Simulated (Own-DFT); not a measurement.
# How much smaller does PBEsol make it? beta-Si3N4, 42 atoms (N24Si18)

No measurement is shown. These are fixed-geometry runs of a retired plane-wave code named Own-DFT, which no person has reviewed; spin and spin-orbit coupling are neglected.

Limits: forces on such cells passed a denser k mesh, each cell not checked; stress not checked against mesh or cutoff.

Each geometry was run with PBE and with PBEsol, otherwise alike: PseudoDojo norm-conserving scalar-relativistic files made for PBE; cutoff 42 hartree; 3 x 3 x 3 k mesh centred on Gamma; Fermi-Dirac smearing of 0.1 eV. Unstrained cell vectors in Å: (7.606, 0.000, 0.000); (-3.803, 6.587, 0.000); (0.000, 0.000, 8.727). Each has a uniform strain, of which the change of volume is shown, and random moves of rms u per axis.

```
run,volume change (%),u (Å),P with PBE (GPa),P with PBEsol (GPa)
1,-2.83,0.0493,16.01,13.53
2,-0.93,0.0472,10.68,8.26
3,4.28,0.0448,-2.65,-4.99
4,0.50,0.0498,6.77,4.37
5,-0.64,0.0482,10.14,7.73
6,2.47,0.0459,2.48,0.12
7,0.15,0.0524,8.76,6.35
8,3.91,0.0481,-1.42,-3.76
9,-1.61,0.0543,12.76,10.32
10,-1.43,0.0434,10.39,7.94
11,0.00,0.0519,8.25,?
```

Question: by how much does PBEsol shrink this cell, and what belongs in the blank?

## Solution

Write v for the change of volume as a fraction. Fitted to v and u², the PBE pressure has a slope of -245 ± 8 GPa in v, with the ions held to the strained lattice. The difference PBEsol less PBE is -2.41 + 1.9 v GPa (slope ± 0.1) and averages -2.40 GPa. Divided by the mean slope of the two, 244 GPa, that makes PBEsol's volume at a given pressure, near 6 GPa, about 1.0 % smaller, or 0.33 % in lengths. At one volume PBEsol's slope is the smaller by 2 GPa, but its pressure there is lower too. If stiffness rises by about 4 GPa for each GPa, PBEsol at equal pressure is stiffer by about 8 GPa. Files made for PBEsol would give a different shift.

For run 11 the line gives 5.83 GPa. The run itself gave 5.84 GPa.
